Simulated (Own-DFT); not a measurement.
# Strain and stress in wurtzite AlN, 72 atoms (Al36N36)

These are calculations, not measurements. The program, named Own-DFT, is a retired in-house plane-wave density functional code that no person has reviewed. Each row is one single-point run on a periodic cell that was not relaxed, without spin or spin-orbit coupling.

Settings of every run: PBE; PseudoDojo norm-conserving scalar-relativistic files; cutoff 42 hartree; 4 x 4 x 3 k mesh centred on Gamma; Gaussian smearing of 0.01 eV.

Known limits: k mesh not checked against a denser one; stress not checked against mesh or cutoff.

Unstrained cell vectors in Å: (9.336, 0.000, 0.000); (-4.668, 8.085, 0.000); (0.000, 0.000, 9.964). The unstrained cell has measured lattice constants (interpolated for alloys), not those of this functional. That, the random moves and any unrelaxed bonds set the pressure at no strain. Each run strains this cell uniformly, with the atoms carried along. Every atom was also moved at random, by a Gaussian of width 0.05 Å on each axis. Strain is the symmetric tensor, in per cent. Stress is positive in tension, and the pressure is minus a third of its trace.

```
run  e_xx (%)  e_yy (%)  e_zz (%)  e_yz (%)  e_xz (%)  e_xy (%)  s_xx (GPa)  s_yy (GPa)  s_zz (GPa)  s_yz (GPa)  s_xz (GPa)  s_xy (GPa)  P (GPa)  E (meV/atom)
  1      0.22      1.23      0.94     -1.81      1.51     -0.18       -3.78        0.92        0.31       -4.99        2.94       -1.60     0.85           0.0
  2      1.59      0.47     -1.48     -0.52     -1.58      0.43        1.70       -6.53      -10.44       -2.13       -4.02        2.83     5.09          26.0
  3      0.76      0.54      0.19     -1.51      0.15      1.09       -0.54       -4.39       -4.03       -4.10        1.15        4.27     2.99          10.1
  4      0.45     -1.34     -1.34     -0.98     -1.89      0.25       -7.61      -12.15      -11.92       -2.28       -5.96        1.11    10.56          23.6
  5      1.80     -1.52      1.75     -1.62      1.29      0.90        2.46      -13.36        3.07       -3.78        3.14        1.92     2.61          29.2
  6      0.06      1.67      0.78     -0.81     -1.29     -1.76       -2.54        2.58       -1.96       -2.21       -2.14       -5.05     0.64           8.1
  7     -0.07      1.41     -1.33      0.69     -1.11      0.47       -7.21        0.62      -10.74        2.46       -3.23        2.44     5.78          15.9
  8      0.57      0.58      0.04     -0.58     -0.65     -1.10       -2.45       -3.55       -4.76       -2.00       -1.87       -2.90     3.58          21.7
  9     -0.93     -1.98     -1.35     -0.32     -1.45     -1.20      -12.15      -18.54      -15.76       -1.20       -3.86       -4.56    15.48          40.6
 10     -1.42     -0.95      0.93     -0.22      1.65      1.46      -14.99      -10.49       -1.67       -0.81        3.86        5.87     9.05          20.4
 11     -1.94      1.88      1.96      0.86     -1.31      0.86      -14.15        2.68        2.86        1.93       -2.70        2.60     2.87          23.9
 12     -0.35     -0.08     -1.10     -0.49      0.24     -1.93      -11.61       -6.32      -11.06       -0.75        2.32       -7.45     9.66          36.7
 13     -0.15      0.84     -1.48     -1.45     -1.93      0.63       -7.12       -3.79      -11.92       -3.73       -5.43        3.36     7.61          23.6
 14      1.55     -1.42     -0.44      1.82     -1.64     -0.74       -2.44       -8.47       -7.44        4.81       -4.52       -2.88     6.12          14.0
 15      1.82     -0.82     -1.60     -1.56      1.77      0.90        0.02       -8.67      -12.56       -4.25        5.36        2.98     7.07          19.5
 16      0.86      0.83     -0.24     -1.45      1.37     -1.84       -1.03       -0.92       -5.95       -2.61        3.44       -6.51     2.64           7.2
 17     -0.94      0.60     -1.61     -0.02     -0.15      0.41       -9.51       -4.52      -14.41        0.04       -0.42       -0.03     9.48           2.2
 18      1.81     -1.80     -1.58      0.99      1.74      0.72           ?           ?           ?           ?           ?           ?        ?             ?
```

E is the free energy for each atom above the lowest run shown.

## Worked fit

Each stress component was fitted by least squares to a constant and the strains of the runs shown, as fractions, with shears doubled. Shear strains stay in the fit of a normal stress only where such slopes are resolved. The slopes, in GPa:

| stress | at no strain | per e_xx | per e_yy | per e_zz | scatter |
|---|---|---|---|---|---|
| s_xx | -6.6 | 504 ± 34 | 121 ± 32 | 56 ± 31 | 1.47 |
| s_yy | -6.1 | 57 ± 39 | 471 ± 36 | 46 ± 35 | 1.67 |
| s_zz | -5.7 | 89 ± 18 | 65 ± 17 | 478 ± 16 | 0.78 |

Each shear stress against twice its own strain: yz 133 ± 8, xz 135 ± 10, xy 180 ± 10 GPa. These are stiffnesses along x, y and z of the frame in which the cell vectors are given, which need not be the crystal's axes. The atoms are held to the strained lattice; where symmetry lets them move under strain, relaxing them would lower some slopes. The table should be nearly symmetric about its diagonal, and what it lacks of that shows the noise. A ninth of its sum, 210 ± 6 GPa, estimates the bulk modulus near the mean pressure of these runs, 6.0 GPa, so it lies above the value at zero pressure.

## Withheld run

Question: what normal stresses and pressure should run 18 give?

The fit gives s_xx = -0.5, s_yy = -14.3, s_zz = -12.8 and P = 9.2 GPa. The calculation gave 0.11, -14.46, -14.16 and P = 9.50 GPa.
